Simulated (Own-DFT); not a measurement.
# Response to strain: wurtzite AlN, 72 atoms (Al36N36)

No measurement is shown. These are fixed-geometry runs of a retired plane-wave code named Own-DFT, which no person has reviewed; spin and spin-orbit coupling are neglected.

All runs used: PBE; PseudoDojo norm-conserving scalar-relativistic files; cutoff 42 hartree; 4 x 4 x 3 k mesh centred on Gamma; Gaussian smearing of 0.01 eV.

Known weak points: k mesh not checked against a denser one; stress not checked against mesh or cutoff.

Unstrained cell vectors in Å: (9.336, 0.000, 0.000); (-4.668, 8.085, 0.000); (0.000, 0.000, 9.964). The unstrained cell has measured lattice constants (interpolated for alloys), not those of this functional. That, the random moves and any unrelaxed bonds set the pressure at no strain. A uniform strain is put on this cell, atoms riding along. Each atom got a random Gaussian move of width 0.05 Å along each axis. Strain is the symmetric tensor, in per cent. Stress is positive in tension, and the pressure is minus a third of its trace.

```
run,e_xx (%),e_yy (%),e_zz (%),e_yz (%),e_xz (%),e_xy (%),s_xx (GPa),s_yy (GPa),s_zz (GPa),s_yz (GPa),s_xz (GPa),s_xy (GPa),P (GPa),E (meV/atom)
1,-1.86,-1.91,-0.89,-0.48,1.81,-1.79,-18.04,-19.44,-11.85,0.35,4.95,-6.68,16.44,33.2
2,0.41,-0.91,-1.75,1.71,-0.07,-1.49,-6.12,-9.68,-17.14,4.27,1.01,-5.06,10.98,33.0
3,-0.12,-1.63,0.46,0.78,0.15,-0.88,-8.94,-14.56,-4.75,2.62,0.90,-1.94,9.42,30.4
4,1.31,-0.39,0.12,0.91,-0.72,1.68,0.90,-6.36,-6.97,2.43,-1.70,5.93,4.14,10.9
5,-1.09,-1.22,1.51,-1.20,1.89,1.17,-15.11,-13.61,0.91,-4.37,6.07,7.70,9.27,46.3
6,0.55,-0.35,0.68,-1.93,-0.13,-1.32,-3.76,-6.04,-2.85,-5.79,0.15,-5.08,4.22,3.1
7,0.90,-0.86,0.83,-0.12,0.89,-1.58,-1.43,-7.31,-3.22,0.28,2.27,-5.18,3.99,0.1
8,0.22,0.56,-0.16,0.82,-0.65,0.62,-4.61,-1.67,-6.67,1.06,-1.18,3.49,4.32,0.0
9,0.91,-0.06,-1.07,-0.22,0.64,0.41,-3.62,-4.66,-11.92,-0.28,2.14,2.08,6.74,25.3
10,-1.45,-0.14,-1.61,-0.77,-0.30,-1.50,-14.50,-7.17,-16.67,-2.26,0.50,-3.76,12.78,24.4
11,-0.50,-0.29,1.38,1.77,1.64,-1.92,-8.40,-7.85,0.02,4.86,3.95,-7.43,5.41,26.6
12,-0.02,-0.86,1.83,0.73,1.21,1.08,-4.58,-8.09,0.82,1.41,2.64,4.13,3.95,4.7
13,0.63,1.11,-1.50,1.48,0.56,1.55,-2.66,-1.21,-11.51,3.87,1.20,4.74,5.13,12.2
14,-0.47,0.68,1.33,1.30,-1.05,-0.32,-7.19,-2.74,-0.78,2.43,-2.74,-1.04,3.57,22.8
15,0.29,1.04,-1.84,1.73,-1.41,1.68,?,?,?,?,?,?,?,?
```

The last column gives the free energy per atom over the lowest of the runs shown.

## Fit

Each stress component was fitted by least squares to a constant and the strains of the runs shown, as fractions, with shears doubled. Shear strains stay in the fit of a normal stress only where such slopes are resolved. The slopes, in GPa:

```
stress  at no strain  per e_xx  per e_yy  per e_zz  scatter
  s_xx          -6.3  532 ± 37  110 ± 41   56 ± 26     1.17
  s_yy          -5.6  150 ± 36  508 ± 40   33 ± 26     1.14
  s_zz          -6.7   16 ± 37   62 ± 40  499 ± 26     1.16
```

The slope of each shear stress on twice its own strain, from a fit on all six strains: yz 139 ± 9, xz 117 ± 9, xy 199 ± 14 GPa. These are stiffnesses along x, y and z of the frame in which the cell vectors are given, with the crystal's c axis along z: C11, C12, C13 and C33. Hexagonal symmetry asks that xx and yy behave alike, which is a second check on the noise. No internal relaxation is included, and where it is allowed it would reduce some of the slopes. Symmetry asks for nearly equal slopes across the diagonal; the mismatch is a measure of noise. A ninth of the table's sum, 218 ± 8 GPa, estimates the bulk modulus near the mean pressure of these runs, 7.2 GPa, so it lies above the value at zero pressure.

## Check

Question: what normal stresses and pressure should run 15 give?

The fit gives s_xx = -4.7, s_yy = -0.5, s_zz = -15.2 and P = 6.8 GPa. DFT gave -5.73, -2.70, -13.00 and P = 7.14 GPa.
